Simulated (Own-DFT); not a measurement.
## Calculated data, Si₄₇N₆₄ (beta silicon nitride with one vacancy, atoms displaced)

A calculation, not a measurement: plane-wave PBE density functional theory by an unreviewed code, no spin, of a simulated periodic cell, stress positive in tension, free energy of the whole cell less one offset for each atom, defect cell not probed for a lower state with spin; forces on such cells moved up to 12 meV/angstrom on a denser k mesh; offsets are fitted by least squares, one for each functional and potential file, so energies compare only between cells with the same atoms and settings and are not formation energies; the far tail of each file's local potential was reset to the Coulomb form; each entry is a single point on an unrelaxed cell, so the pressure reflects the starting lattice, mostly measured values (interpolated for alloys), from which strain is counted, and rises with the displacements; printed positions are rounded, which can move forces by about a meV/angstrom; the program, named Own-DFT, is a retired in-house code; no spin-orbit coupling; before rounding, a Quantum ESPRESSO 7.3.1 run of the same cell and cutoff gave forces within 1 meV/angstrom rms on each cell, which checks the program and not the settings. Program: Own-DFT development build.

```xyz
111
Lattice="15.2120 0.0000 0.0000 -7.6060 13.1740 0.0000 0.0000 0.0000 5.8180" Properties=species:S:1:pos:R:3:force_x:R:1:force_y:R:1:force_z:R:1 formula=Si47N64 functional=PBE potential_files=PseudoDojo_norm-conserving,scalar-relativistic,standard_set wave_cutoff=42 occupations=Fermi-Dirac smearing_width=0.1 k_mesh=2_x_2_x_4_centred_on_Gamma free_energy_of_cell_above_offsets=4.667 pressure=8.47 stress_xx=-7.79 stress_yy=-9.46 stress_zz=-8.15 stress_yz=-1.02 stress_xz=1.11 stress_xy=2.66
Si    -1.5415     5.0177     0.6399     -0.611     -0.732      3.407
Si     0.2435     2.5652     0.6756     -2.088      4.948      3.765
Si     1.4272     5.4024     0.7569      -1.02      0.581     -1.943
Si     5.3107     1.5302     2.1593      1.724      0.266      1.266
Si     3.5756     3.9100     2.1783      0.634      2.075     -1.011
Si     2.3596     1.1300     2.1527      2.684        0.4      0.554
N      2.4623     0.2127     0.7561     -0.736      -0.88      -1.91
N      6.1738     2.0180     0.7431     -1.017     -1.355     -0.482
N      2.8078     4.3220     0.6227     -1.406      1.488      3.791
N      1.3027     6.4310     2.1351      1.373     -0.856      1.028
N     -2.4006     4.6302     2.1286      1.212      0.123      0.389
N      1.0308     2.1538     2.1590      0.718     -0.644     -1.894
N      0.0375     4.3889     0.6897       1.25      -2.26      0.554
N      3.7628     2.2797     2.1655     -0.663     -3.503       0.48
Si    -1.5522     5.0536     3.6203     -2.521      0.176     -1.459
Si     0.3237     2.6419     3.5218     -4.812      2.821      4.803
Si     1.4577     5.4466     3.5823     -4.994      2.994      2.236
Si     5.3662     1.4672     5.0862      2.001      1.618      0.523
Si     3.6409     3.9333     5.0981      1.175     -1.655     -2.721
Si     2.3994     1.1313     5.0781       0.78      0.403       0.07
N      2.3618     0.1460     3.5628      0.129      4.125      2.064
N      6.2460     1.9364     3.6920     -1.843     -0.913      -1.61
N      2.7159     4.4487     3.5941      4.082     -2.708      0.388
N      1.3902     6.4032     5.1548      0.827      0.315     -1.954
N     -2.3053     4.6131     5.0797     -3.623     -1.818     -1.567
N      1.0082     2.2610     5.1683      3.924     -3.238     -6.644
N     -0.0255     4.4147     3.6668      3.935     -1.984     -0.892
N      3.8440     2.1149     5.0767     -2.912      2.267     -0.451
Si    -5.3664    11.6300     0.7466     -1.402     -0.056      0.021
Si    -3.5462     9.1968     0.7600     -2.349      1.402     -0.319
Si    -2.4267    12.0429     0.7612      0.135     -1.801     -1.439
Si     1.6363     8.1338     2.1477     -2.821      0.023      2.481
Si    -0.2072    10.4266     2.2057      0.341      5.202     -0.852
Si    -1.4298     7.6698     2.1957      2.081      0.122      0.112
N     -1.3310     6.6895     0.6852     -0.533       2.53      2.696
N      2.3496     8.5293     0.7164      4.298      2.011      0.222
N     -0.9754    11.0536     0.7196     -1.085      0.719      1.161
N     -2.4541    12.9526     2.1716     -0.236      1.711      0.986
N     -6.2131    11.2681     2.2330     -1.343     -1.047     -1.185
N     -2.7538     8.7985     2.2333     -0.859      -0.47     -0.246
N     -3.8303    10.9535     0.6344      1.547     -0.433      1.092
N     -0.0288     8.8574     2.1078      0.557     -5.845      0.617
Si    -5.3776    11.6982     3.6777     -0.912     -3.333     -0.281
Si    -3.6747     9.2837     3.6439      3.317      0.406      1.315
Si    -2.3974    12.0539     3.6513     -0.334     -0.533      0.084
Si     1.5813     8.2025     5.1096     -1.974     -2.353     -2.674
Si    -0.1417    10.6893     5.1092      -4.84     -3.959     -0.937
Si    -1.3304     7.6891     5.1849     -0.683      1.917     -2.753
N     -1.3537     6.7840     3.6908     -0.383      0.626     -0.759
N      2.4572     8.5837     3.6201      0.104     -0.225      0.235
N     -0.9618    11.1329     3.6024      0.461     -0.602       0.98
N     -2.3786    12.9901     5.1184     -0.364     -1.994     -0.178
N     -6.2685    11.1806     5.0904      0.776      0.556      0.733
N     -2.8078     8.7761     5.1366      0.564     -1.354     -1.376
N     -3.7944    10.9931     3.6669     -0.014      0.331     -0.292
N     -0.0490     8.8299     5.1300      1.066       1.31     -0.464
Si     5.9740     5.1115     0.7185      2.138     -3.447     -0.849
Si     7.7613     2.5888     0.6844      1.645      1.775      2.473
Si     9.1060     5.5023     0.7505     -1.453     -3.625     -1.363
Si    13.0037     1.5327     2.1547     -0.163      2.405      0.292
Si    10.0196     1.1185     2.2475     -0.671      3.545     -5.101
N      9.9136     0.1446     0.7230      0.471      0.722     -0.783
N     13.8872     2.0250     0.7303     -1.308     -1.634      0.098
N     10.3740     4.4008     0.7330      0.372      0.293     -0.597
N      8.9669     6.4211     2.1274      0.099      1.238      2.825
N      5.1961     4.6249     2.1343     -1.783     -0.045      1.422
N      8.6175     2.2628     2.2152      0.459     -1.931     -1.048
N      7.5902     4.3149     0.7204      0.172      2.761      0.043
N     11.4421     2.0648     2.1812     -1.266      0.321     -0.449
Si     6.0260     5.1773     3.5649       0.13     -3.973      1.334
Si     7.7874     2.6179     3.6716      0.862      1.762     -1.196
Si     8.9769     5.5196     3.6546      0.173     -5.678     -4.627
Si    13.1084     1.5194     5.1150     -2.929      0.602       -1.4
Si    11.1620     3.9289     5.1368      1.549        0.8     -1.468
Si    10.0220     1.2003     5.1120     -0.584     -2.383     -0.424
N      9.9445     0.1907     3.5188      0.014     -3.015      6.339
N     13.7984     1.9576     3.5960      3.327      0.623      1.063
N     10.3690     4.4347     3.6223     -0.071       0.39      1.614
N      9.0187     6.3083     5.0150      0.237      5.381      4.482
N      5.2499     4.5855     5.0770      -1.67      0.501     -1.316
N      8.6509     2.2259     5.0986     -0.331     -0.961     -0.163
N      7.5653     4.3601     3.6613      0.525      1.475     -0.354
N     11.3676     2.1944     5.0233      2.842     -0.166      0.707
Si     2.1969    11.5573     0.6036      1.256      2.934      5.625
Si     3.9894     9.2233     0.7375      0.044     -0.002     -0.158
Si     5.1781    11.9966     0.7056      -0.37       0.59      1.471
Si     9.2466     8.1266     2.3172     -3.857     -1.497     -6.051
Si     7.3794    10.4412     2.1532      0.395      4.641      0.933
Si     6.1569     7.7881     2.1415      4.583     -2.358      1.231
N      6.1733     6.7369     0.7368      0.087      4.361     -0.244
N      9.8774     8.5206     0.7496      4.541      1.598      1.663
N      6.5733    11.0121     0.6509      0.293     -0.735      2.737
N      5.2099    13.0548     2.2669      0.416     -3.215     -4.107
N      1.4227    11.1833     2.1616     -1.293      -1.24     -1.165
N      4.8174     8.6805     2.2911     -2.007      1.749     -3.896
N      3.8057    10.9544     0.7141      0.502       -0.8      0.148
N      7.6498     8.8632     2.1546     -1.349     -4.466      0.062
Si     2.2787    11.5902     3.5602     -6.412      3.804      0.156
Si     4.0801     9.3669     3.5910     -1.449     -3.564      3.104
Si     5.2476    12.1353     3.6007     -0.584     -3.372       2.75
Si     9.2705     8.0798     5.1134     -2.063     -1.599     -0.857
Si     7.3976    10.3812     5.1462       0.15      1.581     -2.749
Si     6.2218     7.7759     5.1126      0.888      -1.99     -0.746
N      6.2631     6.7938     3.6441     -0.335      3.012     -0.625
N     10.0018     8.6063     3.6173      1.606      0.433      3.812
N      6.5298    10.9251     3.6487     -0.098      0.285     -0.527
N      5.2184    12.9459     5.1273      0.129      1.347     -0.729
N      1.3735    11.1546     5.1253      2.643      0.668     -4.551
N      4.8702     8.7917     5.0933     -1.127      0.447      0.499
N      3.6471    10.8995     3.6575      7.976      2.454      0.161
N      7.6581     8.7069     5.0051     -0.661      0.283      0.735
```

Units: wave_cutoff in hartree; smearing_width, free_energy_of_cell_above_offsets in eV; pressure, stress_xx, stress_yy, stress_zz, stress_yz, stress_xz, stress_xy in GPa; force_x, force_y, force_z in eV/Å.
